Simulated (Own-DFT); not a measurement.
# How strain changes the stress of 4H SiC, 32 atoms (C16Si16)

Calculated results; nothing here was measured. They come from Own-DFT, an in-house plane-wave density functional program, since retired, whose code no person has reviewed. Each row is one single-point run on a periodic cell that was not relaxed, without spin or spin-orbit coupling.

Settings of every run: PBE; PseudoDojo norm-conserving scalar-relativistic files; cutoff 42 hartree; 5 x 5 x 3 k mesh centred on Gamma; Fermi-Dirac smearing of 0.1 eV.

Known limits: forces on such cells passed a denser k mesh, each cell not checked; stress not checked against mesh or cutoff.

Unstrained cell vectors in Å: (6.165, 0.000, 0.000); (-3.083, 5.339, 0.000); (0.000, 0.000, 10.068). The unstrained cell has measured lattice constants (interpolated for alloys), not those of this functional. That, the random moves and any unrelaxed bonds set the pressure at no strain. Each run strains this cell uniformly, with the atoms carried along. Every atom was also moved at random, by a Gaussian of width 0.05 Å on each axis. Strain is the symmetric tensor, in per cent. Stress is positive in tension, and the pressure is minus a third of its trace.

| run | e_xx (%) | e_yy (%) | e_zz (%) | e_yz (%) | e_xz (%) | e_xy (%) | s_xx (GPa) | s_yy (GPa) | s_zz (GPa) | s_yz (GPa) | s_xz (GPa) | s_xy (GPa) | P (GPa) | E (meV/atom) |
|---|---|---|---|---|---|---|---|---|---|---|---|---|---|---|
| 1 | 0.42 | 1.14 | 1.49 | 0.56 | -0.81 | 1.70 | 0.51 | 2.44 | 2.35 | 2.57 | -3.18 | 6.73 | -1.77 | 0.0 |
| 2 | -0.02 | 0.04 | -1.90 | -1.63 | -0.19 | 0.49 | -6.67 | -6.45 | -15.31 | -5.85 | -1.33 | 2.00 | 9.47 | 28.0 |
| 3 | 1.41 | 0.01 | -0.73 | -1.92 | 0.46 | -1.45 | 1.70 | -1.22 | -12.53 | -6.49 | 1.74 | -7.23 | 4.02 | 23.0 |
| 4 | 0.86 | -1.48 | -0.06 | -0.38 | 1.33 | -0.14 | -0.11 | -14.74 | -9.89 | -1.96 | 4.25 | -2.06 | 8.25 | 57.3 |
| 5 | 1.90 | 0.93 | 1.06 | -1.78 | 1.39 | -1.87 | 5.93 | 2.70 | 0.65 | -4.86 | 4.95 | -8.49 | -3.09 | 20.1 |
| 6 | 0.28 | 0.68 | 1.43 | -1.58 | -1.32 | -0.97 | -3.17 | 0.77 | 4.03 | -5.01 | -3.51 | -3.87 | -0.55 | 6.2 |
| 7 | 0.93 | -0.73 | 0.75 | -1.08 | -1.46 | -0.83 | 1.25 | -7.14 | -3.60 | -2.56 | -4.34 | -4.38 | 3.17 | 16.6 |
| 8 | -1.78 | 1.24 | -0.64 | -1.95 | -1.36 | 1.30 | -14.53 | -0.63 | -12.21 | -6.32 | -5.00 | 5.70 | 9.12 | 60.3 |
| 9 | 1.97 | -1.73 | -1.85 | 0.22 | 0.13 | 1.45 | 2.33 | -15.03 | -18.46 | 1.64 | 0.73 | 6.28 | 10.39 | 77.7 |
| 10 | -0.67 | -1.00 | 0.94 | -1.42 | 1.83 | -1.92 | -8.85 | -9.49 | -1.65 | -3.46 | 5.51 | -8.28 | 6.66 | 24.7 |
| 11 | 0.50 | 0.47 | -1.95 | 0.85 | 1.86 | 0.43 | -1.33 | -2.01 | -20.12 | 3.78 | 7.39 | -0.32 | 7.82 | 28.5 |
| 12 | 1.13 | 1.47 | 1.90 | 0.37 | -1.42 | -0.11 | 2.18 | 3.81 | 6.12 | 1.51 | -3.62 | -0.83 | -4.04 | 15.5 |
| 13 | 1.97 | -1.69 | -1.50 | 1.15 | -0.60 | 0.68 | 3.04 | -14.86 | -13.88 | 5.36 | -2.04 | 0.30 | 8.57 | 48.3 |
| 14 | 1.36 | 0.05 | 1.78 | -0.41 | -1.54 | -1.68 | 1.46 | -2.03 | 4.05 | -2.10 | -5.66 | -7.05 | -1.16 | 25.0 |
| 15 | 0.90 | 0.26 | 0.60 | 0.77 | -0.80 | 1.37 | 0.00 | -2.40 | -2.18 | 1.81 | -1.82 | 7.00 | 1.53 | 22.7 |
| 16 | 0.81 | 0.79 | -0.28 | -0.21 | 0.69 | 1.23 | ? | ? | ? | ? | ? | ? | ? | ? |

E is the free energy for each atom above the lowest run shown.

## Worked fit

Each stress component was fitted by least squares to a constant and the strains of the runs shown, as fractions, with shears doubled. Shear strains stay in the fit of a normal stress only where such slopes are resolved. The slopes, in GPa:

```
stress,at no strain,per e_xx,per e_yy,per e_zz,scatter
s_xx,-4.9,515 ± 34,61 ± 36,47 ± 26,1.20
s_yy,-5.0,87 ± 40,581 ± 42,58 ± 30,1.42
s_zz,-7.0,46 ± 49,51 ± 52,600 ± 37,1.74
```

Each shear stress against twice its own strain: yz 174 ± 19, xz 166 ± 9, xy 239 ± 19 GPa. These are stiffnesses along x, y and z of the frame in which the cell vectors are given, which need not be the crystal's axes. The atoms are held to the strained lattice; where symmetry lets them move under strain, relaxing them would lower some slopes. The table should be nearly symmetric about its diagonal, and what it lacks of that shows the noise. A ninth of its sum, 227 ± 7 GPa, estimates the bulk modulus near the mean pressure of these runs, 3.9 GPa, so it lies above the value at zero pressure.

## Withheld run

Question: what normal stresses and pressure should run 16 give?

The fit gives s_xx = -0.4, s_yy = 0.1, s_zz = -7.9 and P = 2.7 GPa. The calculation gave 0.08, -3.28, -8.15 and P = 3.78 GPa.
